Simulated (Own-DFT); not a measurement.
# Which defects push the lattice out? 2H SiC

No measurement is shown. These are fixed-geometry runs of a retired plane-wave code named Own-DFT, which no person has reviewed; spin and spin-orbit coupling are neglected.

All runs used: PBE; PseudoDojo norm-conserving scalar-relativistic files; cutoff 42 hartree; 4 x 4 x 3 k mesh centred on Gamma; Fermi-Dirac smearing of 0.1 eV.

Keep in mind (not all hold for every row): not probed for a lower state with spin; forces on such cells passed a denser k mesh, each cell not checked; stress not checked against mesh or cutoff.

All runs share one cell, with vectors in Å (9.248, 0.000, 0.000); (-4.624, 8.009, 0.000); (0.000, 0.000, 10.068) and a volume of 745.7 Å³. The atoms are randomly displaced, by u rms on each axis. The defect's site can differ from row to row.

| cell | formula | u (Å) | P (GPa) |
|---|---|---|---|
| no defect | C36Si36 | 0.0288 | 3.80 |
| no defect | C36Si36 | 0.0296 | 3.91 |
| no defect | C36Si36 | 0.0552 | 6.35 |
| two N on a C site each | C34N2Si36 | 0.0319 | 3.02 |
| two N on a C site each | C34N2Si36 | 0.0477 | 4.44 |
| two N on a C site each | C34N2Si36 | 0.0516 | 4.28 |
| two Al on a Si site each | Al2C36Si34 | 0.0298 | 5.93 |
| two Al on a Si site each | Al2C36Si34 | 0.0312 | 6.02 |
| two Al on a Si site each | Al2C36Si34 | 0.0498 | ? |
| two Al on a Si site each | Al2C36Si34 | 0.0512 | 7.28 |
| one Al on a Si site and one N on a C site | AlC35NSi35 | 0.0302 | 3.89 |
| one Al on a Si site and one N on a C site | AlC35NSi35 | 0.0495 | 5.58 |
| one Al on a Si site and one N on a C site | AlC35NSi35 | 0.0527 | 6.13 |
| one Si on a C site | C35Si37 | 0.0275 | 10.49 |
| one Si on a C site | C35Si37 | 0.0314 | 10.60 |
| one Si on a C site | C35Si37 | 0.0506 | 11.15 |

## What the rows give

P = P0 + c u² + a shift for each defect gives P0 = 3.27 GPa, c = 895 ± 106 GPa/Å² and a scatter of 0.34 GPa. The shifts, and each times the cell's volume:

- one Si on a C site: 6.19 ± 0.28 GPa, 28.8 eV
- two Al on a Si site each: 1.80 ± 0.28 GPa, 8.4 eV (4.2 eV for each of its 2 sites)
- one Al on a Si site and one N on a C site: 0.10 ± 0.29 GPa, 0.4 eV (not resolved)
- two N on a C site each: -1.13 ± 0.28 GPa, -5.3 eV (-2.6 eV for each of its 2 sites)

Positive is outwards. The product with the volume (160.2 GPa Å³ to the eV) is nearly free of the cell's size; divided by the bulk modulus at the cell's pressure it gives the volume that the defect adds. The atoms around the defects weren't relaxed, which would change these numbers.

## Check

Q: what pressure belongs in the blank (two Al on a Si site each, u = 0.0498 Å)?

The fitted form gives 7.30 ± 0.41 GPa. DFT gave 7.53 GPa.
